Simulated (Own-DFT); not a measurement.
# Stretching a layer in its plane: wurtzite AlN, 72 atoms (Al36N36)

No measurement is shown. These are fixed-geometry runs of a retired plane-wave code named Own-DFT, which no person has reviewed; spin and spin-orbit coupling are neglected.

Settings: PBE; PseudoDojo norm-conserving scalar-relativistic files; cutoff 42 hartree; 3 x 3 x 2 k mesh centred on Gamma; Fermi-Dirac smearing of 0.1 eV.

Caveats: forces on such cells moved up to 12 meV/angstrom on a denser k mesh; stress not checked against mesh or cutoff.

Unstrained cell vectors in Å: (9.336, 0.000, 0.000); (-4.668, 8.085, 0.000); (0.000, 0.000, 9.964). The unstrained cell has measured lattice constants (interpolated for alloys), not those of this functional. That, the random moves and any unrelaxed bonds set the pressure at no strain. Each run strains x and y alike by e, as a substrate would, and holds the height along z. Each atom got a random Gaussian move of width 0.05 Å along each axis. Stress is positive in tension.

```
e (%),u (Å),(s_xx + s_yy)/2 (GPa),s_zz (GPa)
-3.00,0.050,-25.16,-11.69
-2.25,0.051,-21.20,-8.04
-1.25,0.050,-13.39,-8.09
-1.00,0.052,-12.35,-6.84
-0.75,0.052,-10.87,-5.73
-0.50,0.051,?,?
2.00,0.050,4.97,-5.10
2.25,0.045,6.66,-2.37
2.75,0.051,7.34,-0.02
3.00,0.051,9.28,-0.29
```

## Working it out

With e as a fraction, the in-plane stress is -6.1 + 584 e - 2320 e² GPa (errors 11 and 740, scatter 0.66), and s_zz is -5.7 + 159 e GPa (slope ± 21, scatter 1.39). At e = 0 the first slope is C11 + C12 and the second 2 C13, both with the ions held to the strained lattice and at the cell's own pressure. The term in e² is negative: the layer stiffens under compression and softens under tension. A free layer would change its height as e changes, and the in-plane slope would drop by 2 C13²/C33 to the biaxial modulus. At fixed height, a misfit of 1 % moves the in-plane stress by about 5.8 GPa and s_zz by 1.6 GPa.

## Prediction

Asked: what are the two stresses at e = -0.50 %?

From the fit: -9.1 and -6.5 GPa. Computed: -9.49 and -4.53 GPa.
